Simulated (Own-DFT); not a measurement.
# Response to strain: zincblende InP, 64 atoms (In32P32)

Everything here is calculated. The program is Own-DFT (plane waves, in-house, since retired, never reviewed by a person); positions were held fixed, and spin and spin-orbit coupling were off.

All runs used: PBE; PseudoDojo norm-conserving scalar-relativistic files; cutoff 36 hartree; 3 x 3 x 3 k mesh centred on Gamma; Fermi-Dirac smearing of 0.1 eV.

Caveats: forces on such cells moved up to 12 meV/angstrom on a denser k mesh; stress not checked against mesh or cutoff.

Unstrained cell vectors in Å: (11.737, 0.000, 0.000); (0.000, 11.737, 0.000); (0.000, 0.000, 11.737). The unstrained cell has measured lattice constants (interpolated for alloys), not those of this functional. That, the random moves and any unrelaxed bonds set the pressure at no strain. In each run the cell takes a homogeneous strain; fractional positions stay. All atoms carry random offsets, Gaussian with a width of 0.05 Å per axis. Strain is the symmetric tensor, in per cent. Stress is positive in tension, and the pressure is minus a third of its trace.

```
run  e_xx (%)  e_yy (%)  e_zz (%)  e_yz (%)  e_xz (%)  e_xy (%)  s_xx (GPa)  s_yy (GPa)  s_zz (GPa)  s_yz (GPa)  s_xz (GPa)  s_xy (GPa)  P (GPa)  E (meV/atom)
  1     -0.62      0.05     -0.53     -0.06     -1.80     -1.39       -4.72       -4.53       -4.67       -0.47       -2.54       -1.75     4.64          28.0
  2      1.81      1.01     -0.32      1.52     -0.76     -1.36       -1.63       -1.97       -2.41        1.94       -1.49       -1.29     2.00           6.5
  3     -1.65      0.95      1.75     -1.42     -1.78     -0.06       -3.75       -2.80       -2.47       -2.09       -2.58       -0.21     3.00          12.1
  4      1.78     -0.66      1.50      0.45     -0.99     -0.29       -1.48       -2.45       -1.63        0.53       -1.06       -0.32     1.85           3.2
  5      1.57      1.39      0.86      0.59      1.76     -0.05       -1.02       -1.06       -1.21        0.53        2.45       -0.35     1.10           0.0
  6      1.09      1.65      0.09     -0.43     -1.27     -0.19       -1.74       -1.45       -2.06       -0.67       -1.50        0.01     1.75           7.2
  7      0.43      0.10      0.20      0.54      0.96      1.19       -3.10       -3.33       -3.24        1.24        1.28        1.66     3.22          16.8
  8      1.36      1.73      1.98      1.39     -1.21     -0.10       -0.53       -0.34       -0.33        1.61       -1.45       -0.31     0.40           2.3
  9     -2.00      1.18      0.21      0.52     -1.30     -0.83       -4.85       -3.63       -3.89        0.61       -1.84       -1.41     4.12          18.2
 10     -0.89      1.29     -0.81     -1.01      0.75     -1.12       -4.44       -3.63       -4.35       -2.15        0.92       -2.06     4.14          25.5
 11     -0.95      1.71     -0.75     -2.00     -1.19      1.46       -4.36       -3.17       -4.14       -2.76       -1.58        2.34     3.89          23.9
 12     -1.64     -1.22      1.09      0.50     -0.46      0.10       -5.27       -5.09       -4.27        0.33       -0.80        0.82     4.87          16.1
 13      1.00      1.35     -1.90      0.30     -0.14     -0.67       -3.02       -2.87       -4.13        0.05       -0.89       -1.45     3.34          13.6
 14     -0.50      0.69      0.95      0.11      0.52      0.95       -3.10       -2.69       -2.52        0.31        0.30        1.48     2.77           5.2
 15      0.63     -1.65      0.25     -0.01     -1.31     -1.52       -4.04       -4.75       -4.20       -0.44       -1.86       -2.34     4.33          24.7
 16      0.88     -1.06     -0.38      1.28      1.83     -1.67           ?           ?           ?           ?           ?           ?        ?             ?
```

The last column gives the free energy per atom over the lowest of the runs shown.

## Analysis

Least squares on the runs shown: each stress against a constant and the strains, taken as fractions with shears doubled. Shear strains stay in the fit of a normal stress only where such slopes are resolved. The slopes, in GPa:

```
stress,at no strain,per e_xx,per e_yy,per e_zz,scatter
s_xx,-3.7,95 ± 3,53 ± 3,58 ± 3,0.13
s_yy,-3.7,57 ± 2,92 ± 3,57 ± 3,0.11
s_zz,-3.7,56 ± 2,56 ± 3,95 ± 3,0.12
```

The slope of each shear stress on twice its own strain, from a fit on all six strains: yz 75 ± 4, xz 67 ± 4, xy 81 ± 7 GPa. These are stiffnesses along x, y and z of the frame in which the cell vectors are given, which need not be the crystal's axes. These are clamped-ion slopes: internal relaxation, where symmetry allows it, would soften some. The table should be nearly symmetric about its diagonal, and what it lacks of that shows the noise. A ninth of the table's sum, 69 ± 1 GPa, estimates the bulk modulus near the mean pressure of these runs, 3.0 GPa, so it lies above the value at zero pressure.

## The run left out

Q: what normal stresses and pressure should run 16 give?

The fit gives s_xx = -3.7, s_yy = -4.4, s_zz = -4.2 and P = 4.1 GPa. DFT gave -4.04, -4.80, -4.48 and P = 4.44 GPa. This run lies off the fit, by chance or by something that the fit leaves out.
